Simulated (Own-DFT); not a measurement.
# One host, several defects: monoclinic HfO2

Everything here is calculated. The program is Own-DFT (plane waves, in-house, since retired, never reviewed by a person); positions were held fixed, and spin and spin-orbit coupling were off.

Settings: PBE; PseudoDojo norm-conserving scalar-relativistic files; cutoff 72 hartree; 2 x 2 x 2 k mesh centred on Gamma; Fermi-Dirac smearing of 0.1 eV.

Known weak points (not all hold for every row): not probed for a lower state with spin; hafnium file: forces about 75 meV/angstrom off all-electron values; oxygen file: force components 24 meV/angstrom off all-electron in a glass; forces on such cells passed a denser k mesh, each cell not checked; stress not checked against mesh or cutoff.

All runs share one cell, with vectors in Å (10.234, 0.000, 0.000); (0.000, 10.350, 0.000); (-1.696, 0.000, 10.445) and a volume of 1106.4 Å³. u is the rms random offset of the atoms per axis. The defect's site can differ from row to row.

```
                                      cell     formula   u (Å)  P (GPa)
                                 no defect     Hf32O64  0.0192     4.06
                                 no defect     Hf32O64  0.0206     3.90
                                 no defect     Hf32O64  0.0516     5.93
                           two O vacancies     Hf32O62  0.0308     3.89
                           two O vacancies     Hf32O62  0.0324     3.89
                           two O vacancies     Hf32O62  0.0492     5.87
                             one O vacancy     Hf32O63  0.0270     3.85
                             one O vacancy     Hf32O63  0.0293     4.12
                             one O vacancy     Hf32O63  0.0489     5.97
two Al on a Hf site each and one O vacancy  Al2Hf30O63  0.0308     2.07
two Al on a Hf site each and one O vacancy  Al2Hf30O63  0.0308        ?
two Al on a Hf site each and one O vacancy  Al2Hf30O63  0.0427     2.79
two Al on a Hf site each and one O vacancy  Al2Hf30O63  0.0490     2.97
                  two Al on a Hf site each  Al2Hf30O64  0.0299     2.34
                  two Al on a Hf site each  Al2Hf30O64  0.0303     2.53
                  two Al on a Hf site each  Al2Hf30O64  0.0528     3.79
```

## What the rows give

P = P0 + c u² + a shift for each defect gives P0 = 3.55 GPa, c = 943 ± 92 GPa/Å² and a scatter of 0.29 GPa. The shifts, and each times the cell's volume:

- one O vacancy: -0.15 ± 0.24 GPa, -1.0 eV (not resolved)
- two O vacancies: -0.39 ± 0.24 GPa, -2.7 eV (-1.3 eV for each of its 2 sites) (not resolved)
- two Al on a Hf site each: -2.10 ± 0.24 GPa, -14.5 eV (-7.3 eV for each of its 2 sites)
- two Al on a Hf site each and one O vacancy: -2.57 ± 0.24 GPa, -17.7 eV

Positive is outwards. The product with the volume (160.2 GPa Å³ to the eV) is nearly free of the cell's size; divided by the bulk modulus at the cell's pressure it gives the volume that the defect adds. The atoms around the defects weren't relaxed, which would change these numbers.

## Prediction

The question: what pressure belongs in the blank (two Al on a Hf site each and one O vacancy, u = 0.0308 Å)?

The fit gives 1.88 ± 0.34 GPa. The calculation gave 1.95 GPa.
